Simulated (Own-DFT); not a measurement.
# How HSE06 shifts the pressure of monoclinic HfO2, 94 atoms (Hf32O62), with two O vacancies

These are calculations. Each geometry was run twice at fixed positions with Own-DFT, a retired in-house plane-wave program that no person has reviewed: with PBE, and with HSE06 (exact exchange share 0.25 at short range, screening 0.11 per bohr, Gygi-Baldereschi treatment of its divergence). Both used PseudoDojo norm-conserving files made for PBE, a cutoff of 48 hartree, the Gamma point alone, fixed occupations, a neutral cell and no spin. One k point on a cell 10.1 Å thick isn't converged, and results move with the size of the cell. The hafnium file keeps the 4f electrons in the core, and its forces lie about 75 meV/Å off all-electron values. The oxygen file's force components were 24 meV/Å off all-electron values in a glass.

Unstrained cell vectors in Å: (10.234, 0.000, 0.000); (0.000, 10.350, 0.000); (-1.695, 0.000, 10.445), volume V0 = 1106.4 Å³, from measured lattice constants. Each geometry has its own random strain of a few per cent, its own defect sites and random moves of rms u per axis. HSE06 gave the energy alone. D is its energy less that of PBE, over the lowest D shown. The PBE stress wasn't checked against mesh or cutoff.

| run | V - V0 (Å³) | u (Å) | P with PBE (GPa) | D (eV) |
|---|---|---|---|---|
| 1 | -55.6 | 0.0526 | 19.92 | 0.000 |
| 2 | 4.1 | 0.0312 | 2.75 | 1.255 |
| 3 | -54.9 | 0.0500 | 19.25 | 0.052 |
| 4 | -24.3 | 0.0546 | 11.31 | 0.787 |
| 5 | -39.4 | 0.0504 | 14.60 | 0.533 |
| 6 | 17.8 | 0.0290 | 0.01 | 1.586 |
| 7 | -14.0 | 0.0478 | 9.01 | 0.940 |
| 8 | -23.3 | 0.0503 | 10.30 | 0.890 |
| 9 | -19.3 | 0.0511 | 10.03 | 0.845 |
| 10 | -15.1 | 0.0511 | 8.89 | 1.083 |
| 11 | 23.0 | 0.0488 | 0.07 | 1.905 |
| 12 | -7.1 | 0.0481 | 8.12 | 1.109 |
| 13 | 6.1 | 0.0510 | 3.63 | 1.622 |
| 14 | 11.7 | 0.0284 | 1.04 | ? |

## What the rows give

D = 1.03 + 0.0244 (V - V0) + 139 u² eV, with an error of 0.0010 on the volume slope, 38 on the last term and a scatter of 0.07 eV. Pressure is -dE/dV, and 1 eV/Å³ is 160.2 GPa, so HSE06 changes the pressure by -3.9 ± 0.2 GPa. With the ions held to the strained lattice, the PBE pressure falls by 273 ± 9 GPa per unit of volume strain; the shape of the strain isn't fitted, so the true error is larger, and a relaxed crystal would be softer. On that slope HSE06's volume at a given pressure is about 1.4 % smaller, or 0.5 % in lengths. At u = 0 and V0 the PBE pressure is 3.6 GPa, which puts the zero-pressure volume, against the measured cell and with the defects in, at +1.3 % for PBE and -0.1 % for HSE06, each good to a few tenths of a per cent.

## Test on the hidden row

The question: what D should run 14 give?

From the fit: 1.42 eV, with rows scattering by 0.07. The hidden result is 1.423 eV.
